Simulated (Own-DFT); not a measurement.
Si24O47 (quartz with one neutral oxygen vacancy, atoms displaced) (calculated)

A calculation, not a measurement: plane-wave PBE and HSE06 DFT by an unreviewed code, no spin, of a simulated cell at Gamma alone, so results move with cell size and shape, stress positive in tension, energies less offsets, not probed for a lower state with spin; oxygen file: force components 24 meV/angstrom off all-electron in a glass; k mesh not checked against a denser one; forces and stress are PBE's, HSE06 gives the energy alone, and its difference from PBE has offsets of its own; offsets are fitted by least squares, one for each functional and potential file, so energies compare only between cells with the same atoms and settings and are not formation energies; the far tail of each file's local potential was reset to the Coulomb form; each entry is a single point on an unrelaxed cell, so the pressure reflects the starting lattice, mostly measured values (interpolated for alloys), from which strain is counted, and rises with the displacements; printed positions are rounded, which can move forces by about a meV/angstrom; the program, named Own-DFT, is a retired in-house code; no spin-orbit coupling. Program: Own-DFT development build.

Settings shared by all entries: first functional PBE; second functional HSE06; exact exchange share 0.25; screening 0.11 1/bohr; exchange divergence Gygi-Baldereschi; potential files PseudoDojo norm-conserving, scalar-relativistic, made for PBE, standard set; wave cutoff 48 hartree; occupations fixed; k mesh 1 x 1 x 1 centred on Gamma.

(1) 
```cif
# cell vector a (Å): 9.8268 0.0000 0.0000
# cell vector b (Å): -4.9134 8.5103 0.0000
# cell vector c (Å): 0.0000 0.0000 10.8104
data_Si24O47
_symmetry_space_group_name_H-M 'P 1'
_symmetry_Int_Tables_number 1
_cell_length_a 9.8268
_cell_length_b 9.8268
_cell_length_c 10.8104
_cell_angle_alpha 90.000
_cell_angle_beta 90.000
_cell_angle_gamma 120.000
_cell_volume 904.06
loop_
_atom_site_label
_atom_site_type_symbol
_atom_site_fract_x
_atom_site_fract_y
_atom_site_fract_z
_atom_site_occupancy
Si1 Si 0.24704 0.01194 0.00108 1
Si2 Si 0.00405 0.24601 0.33422 1
Si3 Si 0.26623 0.25696 0.16085 1
O1 O 0.20803 0.13028 0.05419 1
O2 O 0.43438 0.29975 0.22543 1
O3 O 0.36721 0.07298 0.39016 1
O4 O 0.06305 0.35914 0.43755 1
O5 O 0.13421 0.20243 0.26448 1
O6 O 0.29653 0.42192 0.10673 1
Si4 Si 0.23499 0.00424 0.50369 1
Si5 Si 0.00708 0.24024 0.83034 1
Si6 Si 0.27035 0.26784 0.67305 1
O7 O 0.20686 0.13010 0.55878 1
O8 O 0.41991 0.27832 0.72623 1
O9 O 0.36562 0.07735 0.88967 1
O10 O 0.07844 0.36571 0.95271 1
O11 O 0.13647 0.20448 0.77097 1
O12 O 0.28826 0.42716 0.59976 1
Si7 Si 0.23403 0.50711 0.99955 1
Si8 Si 0.99806 0.73616 0.33113 1
Si9 Si 0.26625 0.76558 0.16519 1
O13 O 0.20908 0.63604 0.06008 1
O14 O 0.43259 0.79043 0.22888 1
O15 O 0.36502 0.56534 0.39537 1
O16 O 0.07177 0.86419 0.43483 1
O17 O 0.13378 0.71431 0.27774 1
O18 O 0.29080 0.93025 0.11242 1
Si10 Si 0.23634 0.50178 0.49476 1
Si11 Si 0.99357 0.73130 0.83519 1
Si12 Si 0.26094 0.76618 0.67170 1
O19 O 0.20545 0.63644 0.56225 1
O20 O 0.41713 0.79688 0.71817 1
O21 O 0.36860 0.56308 0.89169 1
O22 O 0.07681 0.86507 0.94454 1
O23 O 0.12903 0.70955 0.77427 1
O24 O 0.28592 0.93046 0.60217 1
Si13 Si 0.73645 0.00141 0.98961 1
Si14 Si 0.48953 0.23274 0.32412 1
Si15 Si 0.77234 0.26376 0.16020 1
O25 O 0.69554 0.12126 0.06232 1
O26 O 0.93373 0.29849 0.22496 1
O27 O 0.86484 0.07335 0.39604 1
O28 O 0.58244 0.36798 0.43911 1
O29 O 0.62401 0.20848 0.26627 1
O30 O 0.78690 0.42799 0.10434 1
Si16 Si 0.73251 0.99314 0.50827 1
Si17 Si 0.50291 0.24453 0.82715 1
Si18 Si 0.76085 0.25929 0.66589 1
O31 O 0.69342 0.11875 0.56459 1
O32 O 0.92183 0.29145 0.72328 1
O33 O 0.85962 0.07407 0.89304 1
O34 O 0.58159 0.36872 0.93620 1
O35 O 0.63501 0.21242 0.77956 1
O36 O 0.79267 0.42633 0.60843 1
Si19 Si 0.73791 0.50486 0.99808 1
Si20 Si 0.50050 0.73892 0.33213 1
Si21 Si 0.76803 0.76316 0.16420 1
O37 O 0.70338 0.62619 0.05666 1
O38 O 0.92917 0.79403 0.22361 1
O39 O 0.87043 0.56674 0.39431 1
O40 O 0.57591 0.87045 0.44194 1
O41 O 0.62685 0.69842 0.26820 1
O42 O 0.79982 0.92743 0.10696 1
Si22 Si 0.73136 0.49890 0.50551 1
Si23 Si 0.49444 0.73274 0.84578 1
Si24 Si 0.77316 0.76910 0.66821 1
O43 O 0.70819 0.64035 0.56157 1
O44 O 0.92546 0.80065 0.72656 1
O45 O 0.86634 0.57108 0.88896 1
O46 O 0.56953 0.86778 0.94515 1
O47 O 0.78967 0.92104 0.60445 1
_calc_PBE_energy_of_cell_above_offsets '-17.934'  # eV
_calc_HSE06_less_PBE_above_offsets '-0.532'  # eV
_calc_PBE_pressure 9.62  # GPa
_calc_PBE_stress_xx -11.62  # GPa
_calc_PBE_stress_yy -7.48  # GPa
_calc_PBE_stress_zz -9.75  # GPa
_calc_PBE_stress_yz -1  # GPa
_calc_PBE_stress_xz -2.79  # GPa
_calc_PBE_stress_xy 1.47  # GPa
```

Force:
```csv
element,x (eV/Å),y (eV/Å),z (eV/Å)
Si,0.827,-5.556,-1.866
Si,1.69,-7.643,-3.542
Si,-0.571,2.406,1.457
O,-2.417,2.401,0.904
O,-4.351,1.473,-4.375
O,-1.003,-0.686,0.758
O,1.332,5.828,5.171
O,-1.94,-0.042,1.822
O,-1.255,1.917,-1.61
Si,-0.305,-2.069,-6.096
Si,-1.855,-0.298,1.402
Si,-2.264,0.204,-6.437
O,-2.744,4.353,2.778
O,-0.916,2.454,-2.839
O,1.16,0.953,-0.923
O,-2.179,-3.222,-3.404
O,-1.951,-0.436,2.195
O,2.173,-2.511,3.196
Si,4.576,-2.188,2.161
Si,-0.813,-1.797,1.682
Si,-0.491,1.591,3.268
O,-0.996,0.816,-0.254
O,-4.578,1.08,-3.981
O,1.787,2.563,-2.933
O,0.105,2.362,2.134
O,3.667,-0.584,-2.494
O,0.92,0.049,-0.088
Si,-4.09,0.045,1.694
Si,0.701,3.567,0.173
Si,-3.654,0.567,-4.193
O,0.279,-1.431,-1.199
O,6.351,0.259,4.87
O,-1.174,-0.711,0.576
O,0.013,-0.034,-0.384
O,-0.075,-0.746,0.493
O,3.068,-2.968,4.169
Si,-1.217,-1.991,7.28
Si,4.606,-0.138,5.44
Si,-3.598,0.346,1.895
O,0.474,0.55,-0.492
O,-1.168,0.537,-1.618
O,0.214,1.046,-0.227
O,-2.089,-2.036,-1.148
O,3.261,0.014,-1.671
O,2.246,-1.307,1.136
Si,-0.503,2.565,-4.525
Si,2.655,-2.632,5.08
Si,-1.927,0.045,-0.668
O,-0.789,1.648,1.23
O,2.919,0.199,1.661
O,4.155,3.694,-4.955
O,-1.472,-0.051,-0.188
O,1.945,-0.457,-1.376
O,0.592,-0.728,1.237
Si,0.946,-2.109,-0.885
Si,3.286,-2.185,3.576
Si,-1.555,-0.228,0.232
O,-1.907,2.945,1.285
O,-0.35,0.087,-0.769
O,-0.814,0.654,0.474
O,-1.144,-2.212,-1.225
O,0.436,0.308,0.089
O,-1.141,0.834,-1.991
Si,1.503,1.478,-2.411
Si,2.151,1.375,-6.41
Si,-5.764,-1.551,0.586
O,0.204,-1.457,-0.681
O,4.467,0.448,2.625
O,-0.309,-1.275,0.191
O,-1.449,-0.486,0.451
O,2.106,0.106,2.497
```

(2) 
```cif
# cell vector a (Å): 9.8268 0.0000 0.0000
# cell vector b (Å): -4.9134 8.5103 0.0000
# cell vector c (Å): 0.0000 0.0000 10.8104
data_Si24O47
_symmetry_space_group_name_H-M 'P 1'
_symmetry_Int_Tables_number 1
_cell_length_a 9.8268
_cell_length_b 9.8268
_cell_length_c 10.8104
_cell_angle_alpha 90.000
_cell_angle_beta 90.000
_cell_angle_gamma 120.000
_cell_volume 904.06
loop_
_atom_site_label
_atom_site_type_symbol
_atom_site_fract_x
_atom_site_fract_y
_atom_site_fract_z
_atom_site_occupancy
Si1 Si 0.23238 0.99534 0.99485 1
Si2 Si 0.99667 0.23166 0.33254 1
Si3 Si 0.25597 0.26360 0.17052 1
O1 O 0.20054 0.12276 0.06450 1
O2 O 0.42729 0.28816 0.23290 1
O3 O 0.37148 0.07407 0.39431 1
O4 O 0.07645 0.37188 0.44108 1
O5 O 0.13753 0.22083 0.27893 1
O6 O 0.29007 0.42120 0.10998 1
Si4 Si 0.24022 0.00002 0.50189 1
Si5 Si 0.99604 0.22892 0.83712 1
Si6 Si 0.26571 0.26582 0.66634 1
O7 O 0.21609 0.13692 0.56028 1
O8 O 0.43268 0.28985 0.72743 1
O9 O 0.36487 0.06436 0.88930 1
O10 O 0.07463 0.36331 0.93536 1
O11 O 0.13798 0.20686 0.76943 1
O12 O 0.28411 0.42105 0.60833 1
Si7 Si 0.23210 0.50253 0.99493 1
Si8 Si 0.00172 0.73808 0.32337 1
Si9 Si 0.27383 0.76658 0.16321 1
O13 O 0.21466 0.63787 0.05876 1
O14 O 0.42275 0.78797 0.23204 1
O15 O 0.36992 0.56903 0.39671 1
O16 O 0.07320 0.86248 0.44626 1
O17 O 0.14372 0.71560 0.27113 1
O18 O 0.30301 0.94154 0.10549 1
Si10 Si 0.23853 0.49668 0.50515 1
Si11 Si 0.00201 0.73795 0.83401 1
Si12 Si 0.25310 0.75754 0.67299 1
O19 O 0.19697 0.62415 0.55400 1
O20 O 0.42707 0.79282 0.72748 1
O21 O 0.36291 0.56806 0.89081 1
O22 O 0.06811 0.86492 0.94218 1
O23 O 0.13311 0.71129 0.77464 1
O24 O 0.28885 0.93415 0.60756 1
Si13 Si 0.73101 0.00035 0.00416 1
Si14 Si 0.50964 0.25084 0.32792 1
Si15 Si 0.76347 0.26145 0.17305 1
O25 O 0.70618 0.13011 0.05945 1
O26 O 0.93334 0.28770 0.21742 1
O27 O 0.86968 0.06914 0.38802 1
O28 O 0.56846 0.37234 0.43983 1
O29 O 0.62555 0.20046 0.26999 1
O30 O 0.79917 0.43057 0.11279 1
Si16 Si 0.75017 0.01672 0.50244 1
Si17 Si 0.49763 0.23054 0.83533 1
Si18 Si 0.76726 0.27253 0.66945 1
O31 O 0.70962 0.13500 0.56028 1
O32 O 0.92638 0.29192 0.72523 1
O33 O 0.86558 0.07192 0.87995 1
O34 O 0.57390 0.36976 0.94174 1
O35 O 0.78468 0.41136 0.61137 1
Si19 Si 0.73576 0.49430 0.00058 1
Si20 Si 0.50555 0.73278 0.34002 1
Si21 Si 0.76685 0.76283 0.17520 1
O36 O 0.69933 0.62833 0.05295 1
O37 O 0.92436 0.79166 0.22280 1
O38 O 0.87144 0.57540 0.39016 1
O39 O 0.58074 0.88070 0.43699 1
O40 O 0.63291 0.70684 0.27585 1
O41 O 0.79315 0.92638 0.11898 1
Si22 Si 0.73344 0.49911 0.49602 1
Si23 Si 0.50146 0.74203 0.83468 1
Si24 Si 0.77130 0.75364 0.65703 1
O42 O 0.70643 0.62535 0.55985 1
O43 O 0.92881 0.79165 0.72614 1
O44 O 0.86720 0.56915 0.89479 1
O45 O 0.57332 0.85919 0.93755 1
O46 O 0.63965 0.71220 0.77491 1
O47 O 0.79762 0.92910 0.60921 1
_calc_PBE_energy_of_cell_above_offsets '-18.595'  # eV
_calc_HSE06_less_PBE_above_offsets '-0.444'  # eV
_calc_PBE_pressure 8.53  # GPa
_calc_PBE_stress_xx -9.08  # GPa
_calc_PBE_stress_yy -8.06  # GPa
_calc_PBE_stress_zz -8.44  # GPa
_calc_PBE_stress_yz 0.62  # GPa
_calc_PBE_stress_xz -0.93  # GPa
_calc_PBE_stress_xy 1.41  # GPa
```

Force:
```csv
element,x (eV/Å),y (eV/Å),z (eV/Å)
Si,0.1,1.502,1.733
Si,-0.171,2.888,1.856
Si,3.858,-1.462,-1.322
O,-0.754,1.36,0.56
O,-6.305,1.941,-5.913
O,0.601,1.53,-0.813
O,-1.069,-2.166,-1.447
O,1.466,-1.468,0.482
O,-1.593,2.548,-2.261
Si,-1.961,1.764,-4.036
Si,2.268,2.769,-4.717
Si,2.599,-0.904,0.203
O,-0.884,0.265,-0.533
O,-2.322,0.802,-1.633
O,-0.115,-0.258,-0.301
O,-0.56,1.144,1.7
O,-2.42,-0.681,2.496
O,1.859,0.334,1.979
Si,2.23,-1.908,1.644
Si,2.751,0.469,4.099
Si,-1.918,2.975,0.546
O,-0.94,-0.395,-1.047
O,2.295,0.175,0.567
O,0.609,0.179,0.152
O,-0.687,-0.989,-1.899
O,-1.298,-0.452,0.026
O,1.631,-2.888,1.112
Si,-1.824,0.937,-2.99
Si,-2.174,-1.947,1.256
Si,4.111,2.676,-6.114
O,-0.912,2.912,2.857
O,-2.582,0.192,-1.514
O,0.713,1.392,-0.99
O,-0.472,-0.412,-0.1
O,-0.971,-1.622,2.561
O,3.874,-4.671,5.216
Si,3.76,-2.725,-1.854
Si,1.131,-5.652,5.671
Si,0.939,1.025,-2.321
O,-1.748,2.325,1.295
O,-1.468,0.107,-0.061
O,0.052,-0.353,0.139
O,0.398,0.582,0.326
O,1.513,-0.103,0.438
O,0.338,-0.974,0.425
Si,0.085,-4.816,-0.248
Si,3.745,0.904,-0.919
Si,0.992,-9.058,5.33
O,-1.445,2.209,1.12
O,1.195,0.273,0.84
O,-2.835,-5.079,4.342
O,-0.831,-2.034,-0.502
O,-4.623,9.919,-6.36
Si,-0.535,1.517,0.729
Si,-3.002,1.8,0.752
Si,-3.516,-1.775,-5.187
O,0.227,1.815,2.499
O,2.6,1.05,0.308
O,-0.688,-0.833,0.35
O,0.642,-0.511,0.086
O,1.639,-1.119,0.224
O,-1.241,1.363,-2.023
Si,3.297,-1.8,0.153
Si,2.186,-5.224,-3.375
Si,-4.172,5.258,4.74
O,-1.023,-0.951,-1.688
O,0.733,0.135,-0.49
O,1.165,1.068,-1.08
O,0.363,4.294,4.619
O,0.357,-0.158,-1.176
O,0.737,-1.008,-0.509
```

(3) 
```cif
# cell vector a (Å): 9.8268 0.0000 0.0000
# cell vector b (Å): -4.9134 8.5103 0.0000
# cell vector c (Å): 0.0000 0.0000 10.8104
data_Si24O47
_symmetry_space_group_name_H-M 'P 1'
_symmetry_Int_Tables_number 1
_cell_length_a 9.8268
_cell_length_b 9.8268
_cell_length_c 10.8104
_cell_angle_alpha 90.000
_cell_angle_beta 90.000
_cell_angle_gamma 120.000
_cell_volume 904.06
loop_
_atom_site_label
_atom_site_type_symbol
_atom_site_fract_x
_atom_site_fract_y
_atom_site_fract_z
_atom_site_occupancy
Si1 Si 0.24572 0.00521 0.99210 1
Si2 Si 0.99676 0.23032 0.33324 1
Si3 Si 0.26206 0.25986 0.16501 1
O1 O 0.21301 0.14341 0.05316 1
O2 O 0.42497 0.29785 0.22341 1
O3 O 0.37428 0.07812 0.39212 1
O4 O 0.06662 0.36029 0.44708 1
O5 O 0.13791 0.20670 0.27594 1
O6 O 0.29744 0.42814 0.11068 1
Si4 Si 0.23822 0.99841 0.50073 1
Si5 Si 0.99908 0.22690 0.83213 1
Si6 Si 0.26766 0.26804 0.66942 1
O7 O 0.20938 0.13504 0.56744 1
O8 O 0.43151 0.30022 0.71889 1
O9 O 0.35702 0.07238 0.89648 1
O10 O 0.07313 0.36244 0.93418 1
O11 O 0.13926 0.21321 0.77125 1
O12 O 0.29316 0.42384 0.60692 1
Si7 Si 0.23703 0.50199 0.00010 1
Si8 Si 0.99756 0.73278 0.33471 1
Si9 Si 0.26909 0.77373 0.16320 1
O13 O 0.19951 0.62512 0.05489 1
O14 O 0.42470 0.79244 0.21969 1
O15 O 0.36311 0.56260 0.38689 1
O16 O 0.06821 0.86575 0.43770 1
O17 O 0.12576 0.70289 0.27227 1
O18 O 0.29284 0.92247 0.10463 1
Si10 Si 0.24396 0.50508 0.50053 1
Si11 Si 0.00196 0.73200 0.83834 1
Si12 Si 0.27068 0.76478 0.67111 1
O19 O 0.20420 0.63133 0.56451 1
O20 O 0.42594 0.79332 0.72392 1
O21 O 0.37366 0.57311 0.88422 1
O22 O 0.06446 0.85525 0.94364 1
O23 O 0.14358 0.71041 0.77304 1
O24 O 0.29997 0.93510 0.60213 1
Si13 Si 0.73151 0.00417 0.00132 1
Si14 Si 0.50057 0.22809 0.33494 1
Si15 Si 0.77612 0.27041 0.16874 1
O25 O 0.92520 0.29811 0.22588 1
O26 O 0.86007 0.07447 0.39117 1
O27 O 0.57792 0.36860 0.43811 1
O28 O 0.63828 0.20796 0.26464 1
O29 O 0.78885 0.42264 0.10777 1
Si16 Si 0.73784 0.00363 0.49368 1
Si17 Si 0.49849 0.22391 0.83269 1
Si18 Si 0.76588 0.25926 0.66726 1
O30 O 0.70911 0.12302 0.56052 1
O31 O 0.93018 0.29941 0.72603 1
O32 O 0.86896 0.07114 0.89666 1
O33 O 0.57884 0.36249 0.94194 1
O34 O 0.63387 0.21341 0.77216 1
O35 O 0.79863 0.42788 0.61089 1
Si19 Si 0.73286 0.49977 0.00240 1
Si20 Si 0.49699 0.73574 0.32743 1
Si21 Si 0.76041 0.75454 0.16603 1
O36 O 0.70733 0.63843 0.05713 1
O37 O 0.92819 0.78598 0.22353 1
O38 O 0.87184 0.57878 0.40105 1
O39 O 0.58051 0.87387 0.43176 1
O40 O 0.63528 0.69787 0.27569 1
O41 O 0.79281 0.92730 0.11663 1
Si22 Si 0.73846 0.49654 0.50434 1
Si23 Si 0.50177 0.73053 0.83398 1
Si24 Si 0.76046 0.76715 0.67473 1
O42 O 0.70811 0.63018 0.56207 1
O43 O 0.92473 0.78732 0.73122 1
O44 O 0.86159 0.56872 0.89645 1
O45 O 0.57595 0.87295 0.93904 1
O46 O 0.63461 0.70578 0.77182 1
O47 O 0.79223 0.93200 0.61036 1
_calc_PBE_energy_of_cell_above_offsets '-19.627'  # eV
_calc_HSE06_less_PBE_above_offsets '-0.542'  # eV
_calc_PBE_pressure 8.49  # GPa
_calc_PBE_stress_xx -9.99  # GPa
_calc_PBE_stress_yy -6.73  # GPa
_calc_PBE_stress_zz -8.77  # GPa
_calc_PBE_stress_yz 2.96  # GPa
_calc_PBE_stress_xz 3.03  # GPa
_calc_PBE_stress_xy -2.69  # GPa
```

Force:
```csv
element,x (eV/Å),y (eV/Å),z (eV/Å)
Si,-9.492,-5.913,9.725
Si,1.172,2.592,0.085
Si,-0.048,1.848,0.774
O,0.91,-2.933,-2.004
O,2.925,-0.916,2.004
O,-1.743,-4.247,1.891
O,0.847,0.57,-0.468
O,-1.621,-0.668,0.621
O,-1.085,1.066,-1.313
Si,-3.645,1.552,-1.957
Si,-0.73,1.621,-0.747
Si,0.5,-0.065,-1.516
O,0.61,-2.219,-2.276
O,3.172,-0.905,3.088
O,6.812,3.901,-8.817
O,0.828,1.68,1.535
O,-0.894,-1.342,1.741
O,-0.236,1.89,-0.494
Si,1.692,-3.011,-1.581
Si,-0.196,0.296,-0.393
Si,-1.469,-6.691,1.572
O,-1.271,3.31,1.864
O,1.261,0.354,0.428
O,0.5,2.073,-0.823
O,1.194,2.398,1.543
O,3.236,0.509,-1.757
O,-1.614,4.596,-2.607
Si,-2.458,-2.315,0.126
Si,-0.166,-2.089,-2.326
Si,-2.59,1.226,-4.039
O,0.536,-0.037,-0.81
O,4.487,0.694,2.167
O,-2.021,-3.368,2.864
O,1.902,3.893,2.585
O,-2.878,-0.555,2.675
O,2.83,-3.006,3.321
Si,1.173,2.602,4.104
Si,0.477,5.54,-3.464
Si,-3.473,-2.942,-4.817
O,6.195,0.742,3.043
O,2.1,0.412,-2.517
O,0.032,-0.929,-0.331
O,-2.117,-1.254,2.145
O,-0.094,1.351,-0.238
Si,1.187,-3.705,2.49
Si,-3.179,4.784,-0.391
Si,0.033,1.013,-1.439
O,-3.193,3.801,2.344
O,1.009,-0.937,0.865
O,0.117,-0.936,-0.521
O,-1.573,-2.269,-1.227
O,2.257,-1.667,-0.617
O,0.644,-1.324,0.555
Si,0.408,-0.134,0.288
Si,2.383,-1.309,0.915
Si,0.587,3.873,1.918
O,-0.07,-2.357,-2.34
O,-1.366,0.119,-0.972
O,0.1,-1.509,-0.115
O,-1.53,-2.001,-0.95
O,-2.157,-0.142,0.965
O,-0.76,-0.036,-1.19
Si,-1.087,1.017,-0.175
Si,-0.578,3.728,-1.094
Si,4.675,0.84,-5.639
O,-0.797,1.317,1.26
O,-0.435,0.377,-0.337
O,1.315,0.691,-1.139
O,-1.277,-2.193,-1.369
O,-2.626,-1.513,3.389
O,0.364,-0.839,-0.076
```
